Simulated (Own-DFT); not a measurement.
Simulation results for SiC (2H silicon carbide, strained, atoms displaced)

All values are calculated (Own-DFT development build). A calculation, not a measurement: plane-wave PBE density functional theory by an unreviewed code, no spin, of a simulated periodic cell, stress positive in tension, free energy of the whole cell less one offset for each atom, forces on such cells passed a denser k mesh, this cell's mesh not checked; offsets are fitted by least squares, one for each functional and potential file, so energies compare only between cells with the same atoms and settings and are not formation energies; the far tail of each file's local potential was reset to the Coulomb form; each entry is a single point on an unrelaxed cell, so the pressure reflects the starting lattice, mostly measured values (interpolated for alloys), from which strain is counted, and rises with the displacements; printed positions are rounded, which can move forces by about a meV/angstrom; the program, named Own-DFT, is a retired in-house code; no spin-orbit coupling.

Common to all runs: functional PBE; potential files PseudoDojo norm-conserving, scalar-relativistic, standard set; wave cutoff 42 hartree; occupations Fermi-Dirac; smearing width 0.1 eV; hardware one NVIDIA H100; k mesh 4 x 4 x 3 centred on Gamma.

(1) SiC (2H silicon carbide, strained, atoms displaced)

```
SiC
1.0
      9.4006    -0.1193    -0.0176
     -4.8036     8.1089    -0.0557
     -0.0191    -0.0810     9.9275
Si C Si C Si C Si C Si C Si C Si C Si C Si C Si C Si C Si C Si C Si C Si C Si C Si C Si C
2 2 2 2 2 2 2 2 2 2 2 2 2 2 2 2 2 2 2 2 2 2 2 2 2 2 2 2 2 2 2 2 2 2 2 2
Direct
  0.99702 0.00477 0.99129
  0.10910 0.22304 0.23586
  0.00502 0.00527 0.18933
  0.10527 0.21751 0.42446
  0.99437 0.99804 0.49722
  0.11521 0.21031 0.74781
  0.99714 0.00017 0.68516
  0.11864 0.22543 0.94037
  0.00501 0.33944 0.99698
  0.10919 0.55887 0.25914
  0.00232 0.32705 0.18795
  0.11575 0.56333 0.43527
  0.99974 0.33117 0.50472
  0.10436 0.54800 0.74855
  0.99639 0.32589 0.68828
  0.11909 0.55665 0.93493
  0.99700 0.65805 0.99646
  0.11461 0.88317 0.24847
  0.00416 0.65951 0.18919
  0.10677 0.87981 0.43898
  0.99539 0.66169 0.49761
  0.11685 0.90000 0.75065
  0.00326 0.66437 0.68558
  0.11442 0.88513 0.93808
  0.32546 0.00774 0.99748
  0.45363 0.23020 0.24738
  0.34369 0.00225 0.18862
  0.44134 0.22467 0.43515
  0.34637 0.00179 0.50875
  0.44296 0.21664 0.74385
  0.33365 0.00192 0.68860
  0.45607 0.23428 0.93163
  0.32596 0.33438 0.99984
  0.44119 0.54986 0.25703
  0.34327 0.33903 0.19149
  0.44897 0.54529 0.44214
  0.33199 0.33895 0.50020
  0.43846 0.55120 0.74822
  0.32367 0.32241 0.68876
  0.44720 0.56526 0.94049
  0.33500 0.67112 0.00594
  0.43988 0.89038 0.25550
  0.33694 0.66445 0.19013
  0.44388 0.88556 0.43979
  0.33539 0.67255 0.50383
  0.44311 0.88457 0.75909
  0.33213 0.66145 0.68295
  0.45434 0.90317 0.93150
  0.66812 0.99370 0.99379
  0.76919 0.21710 0.25303
  0.68145 0.01311 0.19301
  0.77216 0.22219 0.43346
  0.67003 0.00307 0.49812
  0.77198 0.22433 0.74916
  0.67086 0.99785 0.68165
  0.78475 0.22232 0.93369
  0.65296 0.32241 0.99945
  0.78040 0.56633 0.25471
  0.66645 0.33176 0.19154
  0.78283 0.55610 0.43619
  0.67146 0.33260 0.50110
  0.77167 0.55430 0.75088
  0.67041 0.33462 0.69076
  0.78900 0.56556 0.94370
  0.68043 0.67633 0.00029
  0.77064 0.89020 0.25176
  0.67087 0.66566 0.19090
  0.77284 0.88331 0.43631
  0.66786 0.67527 0.48450
  0.77589 0.89086 0.74959
  0.66142 0.66864 0.69189
  0.77718 0.88644 0.94460
```

```
free energy of cell above offsets : -4.950 eV
pressure                          : 3.95 GPa
stress xx                         : 3.77 GPa
stress yy                         : -1.24 GPa
stress zz                         : -14.38 GPa
stress yz                         : -2.66 GPa
stress xz                         : -1.96 GPa
stress xy                         : -5.69 GPa
wall time                         : 340.7 s
```

Force:
```
element  x (eV/Å)  y (eV/Å)  z (eV/Å)
     Si     1.819     -0.66     2.546
     Si     1.349     0.067     1.883
      C     0.063    -2.186     -1.26
      C    -0.085     0.804     2.414
     Si     1.635     0.128    -1.235
     Si    -2.759     1.861     0.727
      C     0.477    -1.281      0.65
      C    -1.992    -1.008    -1.473
     Si     0.009    -0.682     0.701
     Si       1.6     -1.54    -3.052
      C     -1.99     1.848    -0.442
      C     0.038    -1.344     2.776
     Si     0.255     0.178    -2.275
     Si     0.707     0.844    -0.717
      C     0.366    -0.052     0.672
      C    -1.033     0.204     0.528
     Si     2.126     1.283     1.075
     Si    -0.741     1.294     0.223
      C    -1.281     0.845    -0.715
      C     0.234     1.453     0.318
     Si     1.135      1.12     0.634
     Si    -0.182    -2.567     -0.96
      C    -1.068     0.315     0.921
      C    -2.039     0.442    -0.344
     Si     3.089     0.325     0.594
     Si    -1.144    -1.268     0.845
      C    -1.629     0.198    -0.546
      C      1.01    -0.271     1.554
     Si      -2.5     -0.05     -2.92
     Si    -0.043     1.819     0.432
      C     1.093    -0.954     1.177
      C    -3.961    -2.214     -0.01
     Si     3.214     2.219     0.581
     Si     0.392     1.175    -1.413
      C    -0.896     -1.43     -1.35
      C    -2.277     2.566    -0.587
     Si     0.267    -3.238    -0.464
     Si     0.169     0.435     0.597
      C     1.794     1.338    -0.468
      C     0.424    -0.773    -0.152
     Si     0.759     0.416    -1.307
     Si     1.852     -0.16    -1.521
      C    -0.669     0.579     1.241
      C      0.34     0.982     0.612
     Si     0.442    -1.323    -1.452
     Si      0.28     0.041    -4.259
      C    -0.619     0.246     2.209
      C    -1.257    -1.449     3.785
     Si    -0.343     2.255     1.739
     Si     1.338     2.715    -1.465
      C    -1.831    -3.675    -1.605
      C     1.032    -0.007      2.16
     Si    -0.143    -0.567     -0.52
     Si     1.838    -0.913      -0.3
      C    -1.417      0.45     1.707
      C    -1.218    -0.262     0.931
     Si     4.054     2.715     1.232
     Si     1.549    -1.757     -1.61
      C     0.536      1.03    -0.912
      C    -1.548    -0.322     1.028
     Si    -1.702     0.464    -0.773
     Si     0.829     1.453    -0.066
      C    -1.019    -0.272    -0.674
      C    -2.235    -2.352     -1.28
     Si    -1.136    -2.517     0.631
     Si     2.046     0.557    -1.214
      C    -1.295     0.816     0.054
      C    -0.576     2.372     0.013
     Si     1.592    -2.773     3.538
     Si     0.105    -0.654    -0.004
      C      0.91    -0.577    -1.315
      C    -0.145     1.251    -2.071
```

(2) SiC (2H silicon carbide, strained, atoms displaced)

```
SiC
1.0
      9.1250     0.1693    -0.1778
     -4.4159     7.7960     0.1219
     -0.1936     0.0415    10.1568
Si C Si C Si C Si C Si C Si C Si C Si C Si C Si C Si C Si C Si C Si C Si C Si C Si C Si C
2 2 2 2 2 2 2 2 2 2 2 2 2 2 2 2 2 2 2 2 2 2 2 2 2 2 2 2 2 2 2 2 2 2 2 2
Direct
  0.00040 0.01127 0.00089
  0.11088 0.23940 0.24714
  0.99214 0.99725 0.18492
  0.11119 0.22585 0.44212
  0.00534 0.00743 0.50508
  0.11844 0.23622 0.75294
  0.00559 0.00548 0.68925
  0.11337 0.21898 0.92777
  0.00495 0.34016 0.99243
  0.11556 0.55373 0.24738
  0.00117 0.33433 0.18867
  0.11480 0.55561 0.43498
  0.01860 0.33846 0.49520
  0.10209 0.54838 0.75470
  0.99108 0.33337 0.69623
  0.11283 0.55845 0.93395
  0.00588 0.67239 0.99913
  0.10241 0.88514 0.24995
  0.99603 0.66501 0.19130
  0.10585 0.89674 0.43862
  0.99476 0.66804 0.50048
  0.11628 0.88903 0.74730
  0.00928 0.67750 0.69567
  0.10862 0.89158 0.94156
  0.33747 0.00090 0.00208
  0.44644 0.22090 0.24132
  0.33625 0.00070 0.19138
  0.44239 0.22009 0.43281
  0.33212 0.99866 0.51163
  0.44273 0.22156 0.75106
  0.33019 0.00150 0.69257
  0.44880 0.21402 0.94752
  0.34194 0.33798 0.99897
  0.43715 0.54419 0.24517
  0.33908 0.33943 0.18018
  0.44750 0.56232 0.44466
  0.34000 0.33894 0.49770
  0.44845 0.56064 0.75003
  0.33994 0.33744 0.69097
  0.43900 0.53951 0.93574
  0.33882 0.66912 0.00167
  0.44224 0.88384 0.24686
  0.33189 0.67769 0.19073
  0.44063 0.89356 0.43813
  0.34695 0.66984 0.50075
  0.44877 0.87977 0.75284
  0.33301 0.66370 0.68069
  0.44374 0.87945 0.93398
  0.67410 0.99605 0.99953
  0.78333 0.22159 0.24712
  0.67409 0.00658 0.19153
  0.77133 0.23707 0.43089
  0.66520 0.99381 0.50845
  0.77556 0.21493 0.75833
  0.67574 0.00073 0.68667
  0.77503 0.22409 0.93459
  0.66768 0.33655 0.00529
  0.76887 0.53094 0.24670
  0.66729 0.33584 0.18421
  0.78058 0.55642 0.44258
  0.65885 0.33021 0.49658
  0.78302 0.54787 0.74308
  0.66549 0.33582 0.68940
  0.78345 0.56067 0.94080
  0.66429 0.66384 0.99625
  0.78411 0.88604 0.25227
  0.67008 0.66256 0.19195
  0.76614 0.87346 0.44363
  0.66805 0.65513 0.49868
  0.77052 0.88516 0.75273
  0.66717 0.66871 0.69318
  0.78146 0.89297 0.93212
```

```
free energy of cell above offsets : -2.939 eV
pressure                          : 11.15 GPa
stress xx                         : -11.77 GPa
stress yy                         : -18.57 GPa
stress zz                         : -3.11 GPa
stress yz                         : 0.36 GPa
stress xz                         : -5.2 GPa
stress xy                         : 9.85 GPa
wall time                         : 353.4 s
```

Force:
```
element  x (eV/Å)  y (eV/Å)  z (eV/Å)
     Si     1.033    -2.107    -0.462
     Si     4.312    -4.095     1.397
      C     0.562     2.218     0.301
      C     2.642     -0.57    -2.259
     Si    -1.739    -1.456     0.234
     Si     0.698    -2.069    -1.916
      C     -0.98     0.278     0.235
      C    -0.136     2.131      3.06
     Si    -0.057    -1.431     0.646
     Si     -1.49     1.365     1.183
      C    -2.537     1.655    -2.664
      C     0.399     1.265     0.377
     Si    -5.692     0.821     2.195
     Si     1.567     1.592    -1.403
      C     0.806    -0.111    -1.927
      C     0.718     0.565     1.412
     Si    -0.928    -0.398     0.945
     Si     1.398     0.785     0.585
      C     0.313    -0.918    -0.751
      C     1.739    -1.071    -0.119
     Si     2.119     0.522     0.267
     Si    -1.432      1.74     2.234
      C    -1.004    -2.644    -2.324
      C     1.091     0.876    -0.639
     Si    -0.697     -2.04     0.419
     Si     0.098    -0.262     1.763
      C     -1.45    -0.606    -1.236
      C    -0.588     0.294     0.145
     Si    -0.707     0.149    -2.388
     Si     1.342     0.218      1.25
      C      1.91    -0.335     0.058
      C    -0.801     1.997    -1.837
     Si     -0.66    -3.805    -0.149
     Si         1     4.041     1.695
      C    -1.563    -2.023     0.612
      C     1.882    -2.194    -2.702
     Si     -0.33    -0.781     0.994
     Si     0.741     -1.08    -0.176
      C      -1.5     0.299    -0.992
      C     -0.23     4.508    -0.484
     Si    -0.424    -1.632    -0.048
     Si     1.028     3.286     2.376
      C     1.438    -3.644     -1.87
      C     1.342    -0.623     0.365
     Si     -3.63     0.913    -0.282
     Si    -0.978     1.013    -1.218
      C    -0.928     0.047     1.792
      C     0.532     1.687     0.949
     Si    -1.821     0.892     0.751
     Si    -1.051     0.488     1.369
      C    -0.477    -2.176     -1.38
      C     4.197    -2.592     0.568
     Si    -0.659     1.352    -2.897
     Si    -0.629     1.031    -2.113
      C    -2.981     0.158     0.898
      C     0.922    -0.303     2.083
     Si     0.645     0.271    -1.714
     Si     0.275     6.388     2.195
      C     0.168     -4.13    -0.585
      C     0.119    -1.765     -1.58
     Si     0.176      0.77      1.43
     Si    -1.163     2.555     2.335
      C     0.153    -2.375     -0.94
      C     0.145    -1.037    -1.076
     Si     0.675     0.428     0.995
     Si    -1.439    -0.592     1.022
      C    -1.446    -0.422    -1.102
      C     1.222     2.796     -0.91
     Si    -1.593     1.577     1.603
     Si     3.689      0.41    -0.714
      C     0.575    -1.091     -1.09
      C     0.068    -1.002     1.209
```
